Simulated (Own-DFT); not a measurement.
# What a defect does to the pressure of its cell: zincblende InP

Everything here is calculated. The program is Own-DFT (plane waves, in-house, since retired, never reviewed by a person); positions were held fixed, and spin and spin-orbit coupling were off.

Settings: PBE; PseudoDojo norm-conserving scalar-relativistic files; cutoff 36 hartree; 2 x 3 x 3 k mesh centred on Gamma; Fermi-Dirac smearing of 0.1 eV.

Limits (not all hold for every row): not probed for a lower state with spin; forces on such cells failed a check on a denser k mesh; forces not confirmed at this smearing and k mesh; stress not checked against mesh or cutoff.

All runs share one cell, with vectors in Å (17.606, 0.000, 0.000); (0.000, 11.737, 0.000); (0.000, 0.000, 11.737) and a volume of 2425.5 Å³. The atoms are randomly displaced, by u rms on each axis. The defect's site can differ from row to row.

| cell | formula | u (Å) | P (GPa) |
|---|---|---|---|
| no defect | In48P48 | 0.0187 | 3.20 |
| no defect | In48P48 | 0.0470 | 3.60 |
| no defect | In48P48 | 0.0518 | 3.64 |
| one In on a P site and one P on an In site | In48P48 | 0.0292 | 3.51 |
| one In on a P site and one P on an In site | In48P48 | 0.0315 | 3.57 |
| one In on a P site and one P on an In site | In48P48 | 0.0526 | 3.96 |
| two P vacancies | In48P46 | 0.0485 | 3.42 |
| two P vacancies | In48P46 | 0.0513 | 3.44 |
| two P vacancies | In48P46 | 0.0534 | 3.42 |
| one P on an In site | In47P49 | 0.0301 | 3.17 |
| one P on an In site | In47P49 | 0.0305 | 3.19 |
| one P on an In site | In47P49 | 0.0502 | 3.45 |
| two P on an In site each | In46P50 | 0.0291 | 2.98 |
| two P on an In site each | In46P50 | 0.0297 | 3.00 |
| two P on an In site each | In46P50 | 0.0470 | 3.19 |
| two P on an In site each | In46P50 | 0.0498 | ? |

## Fit

P = P0 + c u² + a shift for each defect gives P0 = 3.15 GPa, c = 190 ± 14 GPa/Å² and a scatter of 0.04 GPa. The shifts, and each times the cell's volume:

- one In on a P site and one P on an In site: 0.24 ± 0.03 GPa, 3.7 eV
- one P on an In site: -0.15 ± 0.03 GPa, -2.3 eV
- two P vacancies: -0.22 ± 0.03 GPa, -3.3 eV (-1.6 eV for each of its 2 sites)
- two P on an In site each: -0.34 ± 0.03 GPa, -5.1 eV (-2.6 eV for each of its 2 sites)

Positive is outwards. The product with the volume (160.2 GPa Å³ to the eV) is nearly free of the cell's size; divided by the bulk modulus at the cell's pressure it gives the volume that the defect adds. The atoms around the defects weren't relaxed, which would change these numbers.

## The run left out

Q: what pressure belongs in the blank (two P on an In site each, u = 0.0498 Å)?

The fit gives 3.28 ± 0.05 GPa. DFT gave 3.29 GPa.
